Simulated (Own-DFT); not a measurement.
# One host, several defects: C11b WSi2

No measurement is shown. These are fixed-geometry runs of a retired plane-wave code named Own-DFT, which no person has reviewed; spin and spin-orbit coupling are neglected.

Common settings: PBEsol; PseudoDojo norm-conserving scalar-relativistic files, made for PBE; cutoff 50 hartree; 5 x 5 x 5 k mesh centred on Gamma; cold (Marzari-Vanderbilt) smearing of 0.2 eV.

Keep in mind: forces on such cells failed a check on a denser k mesh; stress not checked against mesh or cutoff.

All runs share one cell, with vectors in Å (-2.148, -5.953, 3.409); (-6.444, 2.976, 1.136); (-2.553, -2.948, -6.757) and a volume of 403.2 Å³. The atoms are randomly displaced, by u rms on each axis. The defect's site can differ from row to row.

| cell | formula | u (Å) | P (GPa) |
|---|---|---|---|
| no defect | Si20W10 | 0.0204 | 0.41 |
| no defect | Si20W10 | 0.0461 | 1.30 |
| no defect | Si20W10 | 0.0477 | 1.54 |
| one W on a Si site | Si19W11 | 0.0355 | 5.95 |
| one W on a Si site | Si19W11 | 0.0465 | 6.80 |
| one W on a Si site | Si19W11 | 0.0484 | 6.15 |
| one Si on a W site | Si21W9 | 0.0293 | 2.24 |
| one Si on a W site | Si21W9 | 0.0299 | ? |
| one Si on a W site | Si21W9 | 0.0413 | 2.53 |
| one Si on a W site | Si21W9 | 0.0451 | 3.26 |
| one Si vacancy | Si19W10 | 0.0290 | -0.79 |
| one Si vacancy | Si19W10 | 0.0555 | 0.83 |
| one Si vacancy | Si19W10 | 0.0597 | 1.25 |

## Working it out

P = P0 + c u² + a shift for each defect gives P0 = 0.01 GPa, c = 668 ± 96 GPa/Å² and a scatter of 0.27 GPa. The shifts, and each times the cell's volume:

- one W on a Si site: 5.00 ± 0.22 GPa, 12.6 eV
- one Si on a W site: 1.64 ± 0.22 GPa, 4.1 eV
- one Si vacancy: -1.25 ± 0.23 GPa, -3.1 eV

A positive shift means that the defect pushes the cell outwards. Shift times volume (160.2 GPa Å³ is 1 eV) depends little on the cell's size, so, taken for each site, it can be compared between cells at like pressure. The atoms around the defects weren't relaxed, which would change these numbers.

## Withheld run

Question: what pressure belongs in the blank (one Si on a W site, u = 0.0299 Å)?

From the fit: 2.25 ± 0.31 GPa. Computed: 2.37 GPa.
